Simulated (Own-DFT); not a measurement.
# Computed records: SiC (3C silicon carbide, strained, atoms displaced), GaP (zincblende, strained, atoms displaced), GaN (wurtzite, strained, atoms displaced)

All values are calculated (Own-DFT development build). A calculation, not a measurement: plane-wave PBE density functional theory by an unreviewed code, no spin, of a simulated periodic cell, stress positive in tension, free energy of the whole cell less one offset for each atom, forces on such cells passed a denser k mesh, this cell's mesh not checked; offsets are fitted by least squares, one for each functional and potential file, so energies compare only between cells with the same atoms and settings and are not formation energies; the far tail of each file's local potential was reset to the Coulomb form; each entry is a single point on an unrelaxed cell, so the pressure reflects the starting lattice, mostly measured values (interpolated for alloys), from which strain is counted, and rises with the displacements; printed positions are rounded, which can move forces by about a meV/angstrom; the program, named Own-DFT, is a retired in-house code; no spin-orbit coupling.

Common to all runs: functional PBE.

```yaml
- entry: 1
  formula: SiC
  kind: "3C silicon carbide, strained, atoms displaced"
  structure:
    cell_angstrom:
      - [13.3014, 0.2482, 0.0184]
      - [0.1655, 8.7185, -0.0911]
      - [0.0123, -0.0911, 8.7146]
    atoms_fractional:
      - [Si, 0.99632, 0.00274, 0.00209]
      - [Si, 0.99997, 0.24265, 0.25034]
      - [Si, 0.16761, 0.00473, 0.25388]
      - [Si, 0.16603, 0.25315, 0.00063]
      - [C, 0.08428, 0.1284, 0.12595]
      - [C, 0.08029, 0.38793, 0.36414]
      - [C, 0.24811, 0.13245, 0.37304]
      - [C, 0.25193, 0.37147, 0.12059]
      - [Si, 0.99921, 0.99826, 0.50663]
      - [Si, 0.00581, 0.25165, 0.75101]
      - [Si, 0.1716, 0.99227, 0.73969]
      - [Si, 0.16443, 0.25876, 0.50167]
      - [C, 0.08279, 0.11587, 0.62455]
      - [C, 0.08133, 0.37771, 0.87242]
      - [C, 0.24249, 0.1225, 0.88462]
      - [C, 0.25117, 0.38383, 0.62285]
      - [Si, 0.00094, 0.50559, 0.01203]
      - [Si, 0.99881, 0.75003, 0.2485]
      - [Si, 0.16593, 0.49641, 0.25106]
      - [Si, 0.16222, 0.75021, 0.99975]
      - [C, 0.0783, 0.62593, 0.12699]
      - [C, 0.08721, 0.88014, 0.38609]
      - [C, 0.25019, 0.62482, 0.37875]
      - [C, 0.25028, 0.87403, 0.1316]
      - [Si, 0.00069, 0.49628, 0.50434]
      - [Si, 0.99676, 0.73566, 0.74618]
      - [Si, 0.16952, 0.50368, 0.76057]
      - [Si, 0.17276, 0.74158, 0.51386]
      - [C, 0.08482, 0.63252, 0.63165]
      - [C, 0.08381, 0.87542, 0.86914]
      - [C, 0.24924, 0.61791, 0.87303]
      - [C, 0.24746, 0.87813, 0.62205]
      - [Si, 0.3416, 0.99855, 0.99567]
      - [Si, 0.332, 0.24945, 0.25657]
      - [Si, 0.50392, 0.99669, 0.24972]
      - [Si, 0.49835, 0.25163, 0.00282]
      - [C, 0.41944, 0.12831, 0.12924]
      - [C, 0.42171, 0.3713, 0.37813]
      - [C, 0.58369, 0.12423, 0.37555]
      - [C, 0.57438, 0.37901, 0.13823]
      - [Si, 0.334, 0.99877, 0.49835]
      - [Si, 0.3319, 0.25142, 0.73766]
      - [Si, 0.50108, 0.99387, 0.75346]
      - [Si, 0.49357, 0.24175, 0.51226]
      - [C, 0.41674, 0.12573, 0.6287]
      - [C, 0.41403, 0.38104, 0.87633]
      - [C, 0.58319, 0.123, 0.86451]
      - [C, 0.58431, 0.3772, 0.62796]
      - [Si, 0.3283, 0.4985, 0.99878]
      - [Si, 0.33084, 0.75358, 0.25161]
      - [Si, 0.50509, 0.50818, 0.25193]
      - [Si, 0.49846, 0.74296, 0.99896]
      - [C, 0.41449, 0.63172, 0.12607]
      - [C, 0.4217, 0.87544, 0.37885]
      - [C, 0.58517, 0.62243, 0.37]
      - [C, 0.58403, 0.87629, 0.11989]
      - [Si, 0.33301, 0.49721, 0.5084]
      - [Si, 0.33184, 0.76238, 0.74898]
      - [Si, 0.49817, 0.50477, 0.73965]
      - [Si, 0.50094, 0.75058, 0.50254]
      - [C, 0.41201, 0.63069, 0.61394]
      - [C, 0.41863, 0.88133, 0.86871]
      - [C, 0.58351, 0.60771, 0.87604]
      - [C, 0.58404, 0.87474, 0.62641]
      - [Si, 0.668, 0.99058, 0.01192]
      - [Si, 0.66908, 0.25275, 0.24637]
      - [Si, 0.82727, 0.99672, 0.25495]
      - [Si, 0.83174, 0.24255, 0.0003]
      - [C, 0.74927, 0.11875, 0.1242]
      - [C, 0.74411, 0.37486, 0.3838]
      - [C, 0.92052, 0.12468, 0.37979]
      - [C, 0.91509, 0.36945, 0.11922]
      - [Si, 0.66549, 0.00076, 0.50348]
      - [Si, 0.66578, 0.2557, 0.74469]
      - [Si, 0.83014, 0.99853, 0.75256]
      - [Si, 0.83292, 0.2481, 0.49705]
      - [C, 0.75234, 0.12168, 0.63364]
      - [C, 0.75208, 0.37919, 0.87234]
      - [C, 0.91058, 0.12133, 0.87006]
      - [C, 0.91776, 0.37906, 0.61609]
      - [Si, 0.66826, 0.49654, 0.0092]
      - [Si, 0.65977, 0.74253, 0.24671]
      - [Si, 0.83254, 0.49901, 0.25322]
      - [Si, 0.83021, 0.75385, 0.00336]
      - [C, 0.74807, 0.62309, 0.11908]
      - [C, 0.74712, 0.86869, 0.38098]
      - [C, 0.91049, 0.6331, 0.38164]
      - [C, 0.90994, 0.8696, 0.12659]
      - [Si, 0.66202, 0.49842, 0.50199]
      - [Si, 0.66651, 0.75105, 0.75057]
      - [Si, 0.83652, 0.50963, 0.7468]
      - [Si, 0.82925, 0.7499, 0.50364]
      - [C, 0.74614, 0.62882, 0.62488]
      - [C, 0.75329, 0.88178, 0.88806]
      - [C, 0.91683, 0.62279, 0.88681]
      - [C, 0.9192, 0.87778, 0.61999]
  settings:
    potential_files: "PseudoDojo norm-conserving, scalar-relativistic, standard set"
    "wave_cutoff [hartree]": 42.0
    occupations: Fermi-Dirac
    "smearing_width [eV]": 0.1
    k_mesh: "3 x 4 x 4 centred on Gamma"
  results:
    "free_energy_of_cell_above_offsets [eV]": "-8.295"
    "pressure [GPa]": 1.61
    "stress_xx [GPa]": 1.07
    "stress_yy [GPa]": -3.17
    "stress_zz [GPa]": -2.71
    "stress_yz [GPa]": -5.96
    "stress_xz [GPa]": 1.88
    "stress_xy [GPa]": 9.03
    force_element: [Si, Si, Si, Si, C, C, C, C, Si, Si, Si, Si, C, C, C, C, Si, Si, Si, Si, C, C, C, C, Si, Si, Si, Si, C, C, C, C, Si, Si, Si, Si, C, C, C, C, Si, Si, Si, Si, C, C, C, C, Si, Si, Si, Si, C, C, C, C, Si, Si, Si, Si, C, C, C, C, Si, Si, Si, Si, C, C, C, C, Si, Si, Si, Si, C, C, C, C, Si, Si, Si, Si, C, C, C, C, Si, Si, Si, Si, C, C, C, C]
    "force_x [eV/angstrom]": [0.411, -0.66, -0.657, -0.826, -0.129, 0.13, 0.513, -0.666, 0.366, -2.189, -3.013, -0.397, 0.962, 1.012, 2.487, -1.315, -1.275, -0.606, 0.787, 0.548, 2.184, -0.065, 0.355, -0.076, -0.304, -0.523, -1.82, -2.178, 1.012, -0.572, 0.699, 3.058, -2.707, 1.131, -0.781, 0.15, -0.315, -1.364, 0.147, 3.544, -0.142, -0.578, 0.383, 2.578, -0.652, 0.469, 0.364, -1.277, 1.48, 0.561, -3.77, 0.415, 0.129, -0.875, -0.464, -0.95, 0.577, 0.257, -0.613, 0.138, 1.17, 0.109, -0.324, -0.239, -0.862, -1.704, 1.181, -0.207, -0.073, 1.601, -1.171, 0.222, 0.285, 0.809, 1.199, -0.042, -0.963, -0.332, 2.091, 0.014, -0.839, 2.104, -0.139, 0.485, 0.357, -0.747, 1.885, 1.519, 0.457, -0.253, -0.791, 0.276, 0.821, -0.85, -0.267, -1.865]
    "force_y [eV/angstrom]": [-0.699, 1.602, -0.715, -0.247, -0.776, -2.439, -0.65, 0.653, -0.032, -0.735, 2.52, -0.565, 2.235, 0.503, -0.848, -1.27, -2.003, 1.141, 1.536, 0.465, 0.019, -1.304, -0.825, 0.414, 2.207, 3.491, -0.924, 1.279, -3.119, -0.483, 2.88, -1.159, 1.562, 0.669, 1.162, 0.125, -1.035, 0.829, -0.091, -1.905, 0.843, 0.373, 1.729, 1.541, -1.992, -0.92, 0.447, -0.358, 0.39, -0.54, -0.369, 0.361, -1.029, 0.107, 0.862, -1.777, 0.533, -1.892, -0.562, -0.096, 0.32, -2.19, 2.728, -0.462, 2.393, -0.395, -0.277, 1.244, 1.186, -0.445, -0.459, 0.192, 0.15, -0.752, -0.579, 0.126, 0.833, -0.854, 0.658, -0.873, -0.853, 1.224, 0.132, -1.401, 0.397, 0.722, -1.95, 1.274, 0.523, -0.165, -1.45, 0.913, -0.541, -1.497, 0.597, -1.583]
    "force_z [eV/angstrom]": [-0.772, 0.089, 0.0, 0.285, -0.372, 1.645, 0.991, 1.028, -0.917, -0.364, 3.732, -0.431, 0.144, 1.179, -2.78, 0.626, -1.744, 2.278, -0.545, 0.232, 0.137, -1.444, -0.456, -1.559, -1.095, 2.11, -1.839, -2.31, -1.103, 0.366, 1.031, -0.932, 2.036, -0.78, 0.681, -0.77, -0.528, 0.372, 0.382, -3.068, -0.135, 3.569, -0.731, -2.44, -0.155, -1.423, 2.237, -1.437, 0.793, 1.003, 1.056, -0.449, -0.092, -0.953, 1.639, 0.645, -2.87, 0.137, 2.048, -0.557, 1.922, 0.387, -0.32, -0.106, -2.249, 1.506, 0.701, -0.873, 0.628, -1.765, -0.968, 1.53, -0.131, 1.899, 0.064, 1.233, -2.175, 0.308, 0.643, 1.506, -1.583, 0.394, 0.051, 0.071, 1.498, -1.252, -1.303, 0.411, 0.411, 1.71, 1.049, 0.333, -0.091, -2.571, -1.854, 1.565]
- entry: 2
  formula: GaP
  kind: "zincblende, strained, atoms displaced"
  structure:
    cell_angstrom: [[10.862, 0.0, 0.0], [0.0, 10.862, 0.0], [0.0, 0.0, 10.9439]]
    atoms_fractional:
      - [Ga, 0.99437, 0.00587, 0.01143]
      - [Ga, 0.9913, 0.24118, 0.23814]
      - [Ga, 0.24351, 0.00649, 0.23877]
      - [Ga, 0.2506, 0.24079, 0.99463]
      - [P, 0.1322, 0.13173, 0.13191]
      - [P, 0.12348, 0.36695, 0.36365]
      - [P, 0.37862, 0.12111, 0.37191]
      - [P, 0.38024, 0.38276, 0.12684]
      - [Ga, 0.00761, 0.00725, 0.50445]
      - [Ga, 0.01135, 0.25488, 0.73648]
      - [Ga, 0.23782, 0.99482, 0.74673]
      - [Ga, 0.25212, 0.25423, 0.4995]
      - [P, 0.12838, 0.12397, 0.62745]
      - [P, 0.12367, 0.39194, 0.87218]
      - [P, 0.37615, 0.12648, 0.87351]
      - [P, 0.37823, 0.36811, 0.62319]
      - [Ga, 8.0e-05, 0.49623, 0.99529]
      - [Ga, 0.00197, 0.76132, 0.2452]
      - [Ga, 0.24051, 0.50412, 0.25163]
      - [Ga, 0.24507, 0.76221, 0.99333]
      - [P, 0.12021, 0.63017, 0.13197]
      - [P, 0.13397, 0.86956, 0.37771]
      - [P, 0.36574, 0.63218, 0.37382]
      - [P, 0.36948, 0.88073, 0.12968]
      - [Ga, 0.00178, 0.50725, 0.51342]
      - [Ga, 0.99921, 0.74062, 0.74004]
      - [Ga, 0.25099, 0.49713, 0.74673]
      - [Ga, 0.24753, 0.75579, 0.49547]
      - [P, 0.13405, 0.62219, 0.632]
      - [P, 0.13306, 0.87736, 0.87507]
      - [P, 0.36858, 0.62545, 0.87057]
      - [P, 0.3786, 0.87799, 0.62433]
      - [Ga, 0.51179, 0.01437, 0.00179]
      - [Ga, 0.49676, 0.25909, 0.24987]
      - [Ga, 0.75075, 0.00825, 0.25005]
      - [Ga, 0.74681, 0.25706, 0.00156]
      - [P, 0.63519, 0.14072, 0.1224]
      - [P, 0.62494, 0.37252, 0.37334]
      - [P, 0.8814, 0.12126, 0.37153]
      - [P, 0.88331, 0.38611, 0.11415]
      - [Ga, 0.4936, 0.00506, 0.5016]
      - [Ga, 0.49509, 0.26389, 0.73533]
      - [Ga, 0.74965, 0.99229, 0.74335]
      - [Ga, 0.75956, 0.26185, 0.49448]
      - [P, 0.62324, 0.12532, 0.62826]
      - [P, 0.63219, 0.36947, 0.87811]
      - [P, 0.88885, 0.13186, 0.87494]
      - [P, 0.86694, 0.37461, 0.62768]
      - [Ga, 0.50159, 0.49029, 0.00514]
      - [Ga, 0.49209, 0.75054, 0.25494]
      - [Ga, 0.75461, 0.50964, 0.24033]
      - [Ga, 0.75751, 0.74891, 0.01022]
      - [P, 0.63712, 0.62929, 0.1185]
      - [P, 0.6248, 0.8708, 0.37923]
      - [P, 0.88797, 0.6143, 0.37667]
      - [P, 0.8786, 0.88221, 0.12836]
      - [Ga, 0.50286, 0.50415, 0.50429]
      - [Ga, 0.48903, 0.76117, 0.75034]
      - [Ga, 0.73892, 0.49086, 0.74382]
      - [Ga, 0.75529, 0.75124, 0.49784]
      - [P, 0.6359, 0.6275, 0.62386]
      - [P, 0.63439, 0.87666, 0.88081]
      - [P, 0.85528, 0.62591, 0.89128]
      - [P, 0.87652, 0.86536, 0.622]
  settings:
    potential_files: "PseudoDojo norm-conserving, scalar-relativistic, standard set"
    "wave_cutoff [hartree]": 42.0
    occupations: Fermi-Dirac
    "smearing_width [eV]": 0.1
    hardware: "one NVIDIA H100"
    k_mesh: "3 x 3 x 3 centred on Gamma"
  results:
    "free_energy_of_cell_above_offsets [eV]": "-29.764"
    "pressure [GPa]": 4.29
    "stress_xx [GPa]": -4.4
    "stress_yy [GPa]": -4.38
    "stress_zz [GPa]": -4.08
    "stress_yz [GPa]": 1.57
    "stress_xz [GPa]": -0.5
    "stress_xy [GPa]": 1.01
    force_element: [Ga, Ga, Ga, Ga, P, P, P, P, Ga, Ga, Ga, Ga, P, P, P, P, Ga, Ga, Ga, Ga, P, P, P, P, Ga, Ga, Ga, Ga, P, P, P, P, Ga, Ga, Ga, Ga, P, P, P, P, Ga, Ga, Ga, Ga, P, P, P, P, Ga, Ga, Ga, Ga, P, P, P, P, Ga, Ga, Ga, Ga, P, P, P, P]
    "force_x [eV/angstrom]": [1.378, 0.108, 1.126, 0.101, -1.318, -0.534, -0.756, -1.825, -0.452, -0.88, 1.94, -0.185, 0.503, 0.659, 0.207, -1.64, 0.191, -0.054, 0.655, 1.079, 0.314, -1.589, 0.704, 1.177, 0.397, -0.362, 1.036, 0.961, -0.178, -2.975, 0.9, -1.435, -0.573, 0.298, -0.657, 2.41, -1.132, 0.369, -0.374, -1.353, 1.177, 1.978, 0.604, -0.936, 0.545, -1.974, -1.072, 1.705, 0.781, 0.842, 0.294, -0.495, -2.603, -0.138, -0.942, -0.875, -0.061, 1.625, 0.46, 0.244, -1.587, -0.861, 2.466, 0.584]
    "force_y [eV/angstrom]": [0.347, 1.302, -1.096, 1.613, 0.137, 0.363, 0.707, -0.735, -1.383, 0.464, 0.416, -0.809, 0.713, -2.342, -0.198, 2.573, 2.393, -0.881, -0.133, -1.669, 0.004, 2.167, -1.408, -0.082, -1.343, 0.225, -0.089, -0.826, 0.606, 0.188, -0.029, 0.386, -0.871, -0.831, -0.72, -0.21, -0.945, 1.238, 0.514, -1.785, -0.254, -2.389, 0.739, -1.623, 0.424, 0.601, -0.17, 0.351, 1.552, 0.158, -0.944, 2.233, -0.287, 0.864, 1.687, -0.208, 0.241, -1.157, 0.994, -0.951, 0.446, -0.142, -1.531, 1.396]
    "force_z [eV/angstrom]": [-1.273, 0.396, 2.134, 0.063, -1.636, 1.397, -0.362, 0.237, -0.643, 1.539, 0.321, -1.043, -0.841, -0.318, -1.023, -1.365, -0.02, 1.303, -0.129, 1.429, -1.734, -0.994, 0.549, -1.133, -0.678, 2.106, 0.282, 1.569, -1.215, -0.319, 0.767, -0.496, -0.049, 0.167, 0.216, -0.644, 1.386, -0.219, 0.803, 1.469, -0.124, 2.865, 0.755, -0.302, -0.79, -1.113, -0.415, -0.007, -1.316, -0.743, 1.103, -0.094, 1.176, -0.471, -0.625, 0.291, -0.684, 0.887, 1.298, -0.924, 0.276, -0.011, -2.934, -0.097]
    "wall_time [s]": 602.9
- entry: 3
  formula: GaN
  kind: "wurtzite, strained, atoms displaced"
  structure:
    cell_angstrom: [[12.756, 0.0, 0.0], [-4.7835, 8.2853, 0.0], [0.0, 0.0, 10.3182]]
    atoms_fractional:
      - [Ga, 0.0755, 0.21987, 0.99988]
      - [Ga, 0.1668, 0.10457, 0.25012]
      - ["N", 0.07955, 0.22159, 0.18207]
      - ["N", 0.16332, 0.11044, 0.43839]
      - [Ga, 0.08306, 0.21159, 0.49471]
      - [Ga, 0.17318, 0.11367, 0.75391]
      - ["N", 0.08207, 0.20983, 0.6931]
      - ["N", 0.17135, 0.11631, 0.93607]
      - [Ga, 0.08095, 0.55099, 0.00341]
      - [Ga, 0.16561, 0.44633, 0.24623]
      - ["N", 0.08489, 0.55197, 0.19186]
      - ["N", 0.16836, 0.44397, 0.44255]
      - [Ga, 0.08336, 0.55626, 0.49893]
      - [Ga, 0.16491, 0.4472, 0.74781]
      - ["N", 0.08478, 0.55745, 0.68894]
      - ["N", 0.17107, 0.44356, 0.93899]
      - [Ga, 0.08258, 0.88069, 0.99838]
      - [Ga, 0.16743, 0.77549, 0.2497]
      - ["N", 0.08865, 0.8925, 0.18766]
      - ["N", 0.1665, 0.78276, 0.43554]
      - [Ga, 0.08244, 0.88647, 0.497]
      - [Ga, 0.16705, 0.77586, 0.7547]
      - ["N", 0.08364, 0.89928, 0.69222]
      - ["N", 0.16707, 0.77583, 0.94089]
      - [Ga, 0.32948, 0.21487, 0.006]
      - [Ga, 0.4101, 0.10912, 0.25901]
      - ["N", 0.33387, 0.22262, 0.18929]
      - ["N", 0.41615, 0.1052, 0.43588]
      - [Ga, 0.32734, 0.21483, 0.497]
      - [Ga, 0.4098, 0.10507, 0.75152]
      - ["N", 0.32598, 0.21238, 0.6906]
      - ["N", 0.41815, 0.1102, 0.9391]
      - [Ga, 0.33875, 0.55439, 0.00637]
      - [Ga, 0.42714, 0.46036, 0.25125]
      - ["N", 0.33503, 0.55164, 0.18563]
      - ["N", 0.4169, 0.44729, 0.4405]
      - [Ga, 0.32941, 0.55361, 0.50867]
      - [Ga, 0.42504, 0.45227, 0.75558]
      - ["N", 0.32904, 0.55332, 0.68487]
      - ["N", 0.42197, 0.44842, 0.93621]
      - [Ga, 0.33629, 0.88652, 0.99652]
      - [Ga, 0.41143, 0.77688, 0.25679]
      - ["N", 0.34019, 0.89952, 0.19206]
      - ["N", 0.41321, 0.77472, 0.43456]
      - [Ga, 0.33706, 0.89309, 0.49978]
      - [Ga, 0.41476, 0.77224, 0.75216]
      - ["N", 0.33446, 0.88312, 0.69149]
      - ["N", 0.41332, 0.77045, 0.9331]
      - [Ga, 0.58668, 0.22869, 0.00407]
      - [Ga, 0.67087, 0.1163, 0.2394]
      - ["N", 0.57592, 0.21905, 0.19628]
      - ["N", 0.6687, 0.11788, 0.43301]
      - [Ga, 0.57722, 0.21952, 0.50099]
      - [Ga, 0.66639, 0.11064, 0.75186]
      - ["N", 0.59378, 0.22818, 0.68691]
      - ["N", 0.66732, 0.10927, 0.94024]
      - [Ga, 0.58019, 0.54908, 0.00739]
      - [Ga, 0.66521, 0.44247, 0.2572]
      - ["N", 0.59089, 0.56025, 0.18918]
      - ["N", 0.6597, 0.43671, 0.44781]
      - [Ga, 0.58736, 0.55685, 0.50119]
      - [Ga, 0.66773, 0.45389, 0.7488]
      - ["N", 0.58, 0.55413, 0.68572]
      - ["N", 0.66701, 0.44498, 0.93827]
      - [Ga, 0.58777, 0.89528, 0.99662]
      - [Ga, 0.66496, 0.77075, 0.25587]
      - ["N", 0.58718, 0.88954, 0.19165]
      - ["N", 0.65707, 0.76426, 0.44036]
      - [Ga, 0.57953, 0.87722, 0.50253]
      - [Ga, 0.66874, 0.78663, 0.75895]
      - ["N", 0.57853, 0.88814, 0.69198]
      - ["N", 0.66101, 0.77794, 0.94319]
      - [Ga, 0.8311, 0.21821, 0.99303]
      - [Ga, 0.91906, 0.10622, 0.25815]
      - ["N", 0.83932, 0.23712, 0.17953]
      - ["N", 0.9159, 0.11158, 0.43947]
      - [Ga, 0.82111, 0.21888, 0.49583]
      - [Ga, 0.91248, 0.10575, 0.74812]
      - ["N", 0.83039, 0.22082, 0.69288]
      - ["N", 0.91936, 0.11915, 0.93611]
      - [Ga, 0.82929, 0.55322, 0.99797]
      - [Ga, 0.91861, 0.44822, 0.25251]
      - ["N", 0.84102, 0.56028, 0.19229]
      - ["N", 0.92134, 0.46134, 0.44056]
      - [Ga, 0.83647, 0.56313, 0.49666]
      - [Ga, 0.926, 0.45676, 0.75269]
      - ["N", 0.8355, 0.56575, 0.67938]
      - ["N", 0.92009, 0.44574, 0.93098]
      - [Ga, 0.83297, 0.8918, 0.99971]
      - [Ga, 0.91906, 0.78064, 0.24856]
      - ["N", 0.83269, 0.88693, 0.17646]
      - ["N", 0.9179, 0.78023, 0.43305]
      - [Ga, 0.836, 0.88713, 0.50464]
      - [Ga, 0.9218, 0.77542, 0.75493]
      - ["N", 0.83368, 0.88622, 0.68866]
      - ["N", 0.92275, 0.78362, 0.93379]
  settings:
    potential_files: "PseudoDojo norm-conserving, scalar-relativistic, standard set with the stringent files for Ga"
    "wave_cutoff [hartree]": 96.0
    occupations: Gaussian
    "smearing_width [eV]": 0.01
    k_mesh: "3 x 4 x 3 centred on Gamma"
  results:
    "free_energy_of_cell_above_offsets [eV]": "-5.662"
    "pressure [GPa]": 7.74
    "stress_xx [GPa]": -6.91
    "stress_yy [GPa]": -5.5
    "stress_zz [GPa]": -10.81
    "stress_yz [GPa]": -0.38
    "stress_xz [GPa]": -0.13
    "stress_xy [GPa]": -0.04
    force_element: [Ga, Ga, "N", "N", Ga, Ga, "N", "N", Ga, Ga, "N", "N", Ga, Ga, "N", "N", Ga, Ga, "N", "N", Ga, Ga, "N", "N", Ga, Ga, "N", "N", Ga, Ga, "N", "N", Ga, Ga, "N", "N", Ga, Ga, "N", "N", Ga, Ga, "N", "N", Ga, Ga, "N", "N", Ga, Ga, "N", "N", Ga, Ga, "N", "N", Ga, Ga, "N", "N", Ga, Ga, "N", "N", Ga, Ga, "N", "N", Ga, Ga, "N", "N", Ga, Ga, "N", "N", Ga, Ga, "N", "N", Ga, Ga, "N", "N", Ga, Ga, "N", "N", Ga, Ga, "N", "N", Ga, Ga, "N", "N"]
    "force_x [eV/angstrom]": [2.036, -0.638, 0.777, 1.29, -1.534, -1.865, -0.922, -0.789, 0.892, 1.357, -0.751, -0.764, 0.533, 0.766, 0.086, -0.669, 0.056, 0.309, -0.368, 0.828, -0.098, -0.397, 1.331, 0.362, 0.405, 0.547, -0.163, -0.958, 0.56, 1.267, 2.057, 0.083, -0.795, -0.615, -0.548, 0.174, 0.704, -1.601, 0.932, -0.187, -0.121, 1.125, -0.598, 0.246, -0.469, -0.125, -0.728, 0.615, -0.456, -0.101, 0.753, -1.397, 1.219, -0.228, -1.915, -0.847, 0.342, 0.851, -0.196, 1.083, -1.198, 0.81, 0.687, -0.243, -1.347, 0.041, -0.586, 1.349, -0.594, 0.096, 0.85, 1.604, 0.379, -0.955, 0.258, -0.546, 2.202, 0.67, 0.527, -0.727, 1.217, 0.309, -1.479, 0.269, -0.813, -1.513, 0.402, -0.916, 0.185, -0.083, 0.071, -0.475, -0.85, -0.764, -0.382, -1.2]
    "force_y [eV/angstrom]": [0.614, 1.612, -0.226, -1.063, 1.803, -0.284, 1.429, -1.004, 0.022, -1.11, 1.016, -0.492, 0.231, -1.622, 0.511, 0.304, 1.782, 0.462, -1.125, -0.393, 0.338, 0.721, -1.738, -0.359, 0.652, 0.697, 0.784, 0.768, 1.214, 0.752, 1.975, 0.184, -0.161, -1.849, 0.846, -0.558, -0.05, -1.361, -0.019, -0.921, 0.258, 0.338, -1.861, 0.009, -1.28, -0.202, 0.413, 0.663, -1.122, -0.269, 0.811, -1.834, -0.309, 0.282, -0.298, 0.825, 0.908, -0.194, -0.83, 1.206, -1.508, -0.817, 1.256, 0.302, -1.189, 1.831, -0.363, 2.096, 1.346, -0.931, -0.055, -0.524, 1.177, 0.414, -1.429, -0.36, 1.529, 0.931, 0.651, -1.755, 0.65, -0.178, -0.368, -2.013, -0.653, -1.413, -0.756, 0.076, 0.073, 0.283, 0.082, 0.396, 0.01, 0.728, -0.447, -0.969]
    "force_z [eV/angstrom]": [-0.738, -0.575, 1.725, -0.923, 1.957, 0.23, -1.031, 1.432, -0.451, 0.927, -0.508, -0.888, 0.114, 0.583, -0.551, 0.139, 0.187, -0.385, -0.216, 0.602, 1.16, -0.814, -0.966, 0.191, -0.863, -1.931, 0.87, 1.751, 0.713, -0.18, -1.178, 0.177, -1.706, 0.665, 1.323, -0.047, -2.077, -1.267, 2.002, 1.31, 0.811, -1.986, -0.927, 1.948, 0.551, -0.588, -0.597, 1.518, 0.037, 0.889, -0.94, -0.303, 0.35, -0.313, 0.571, -0.146, -1.135, -0.074, 0.383, -1.315, 0.494, -0.532, 0.786, -0.017, 1.415, -0.961, -0.411, -0.12, -0.357, -1.232, -0.441, -0.217, 0.417, -2.062, 0.954, 0.547, 1.43, -0.297, -0.866, -0.359, 0.515, 0.087, -0.806, -0.391, 0.057, -1.764, 1.624, 1.782, -1.568, -0.829, 3.042, 0.397, -0.52, -1.51, 0.607, 1.603]
```
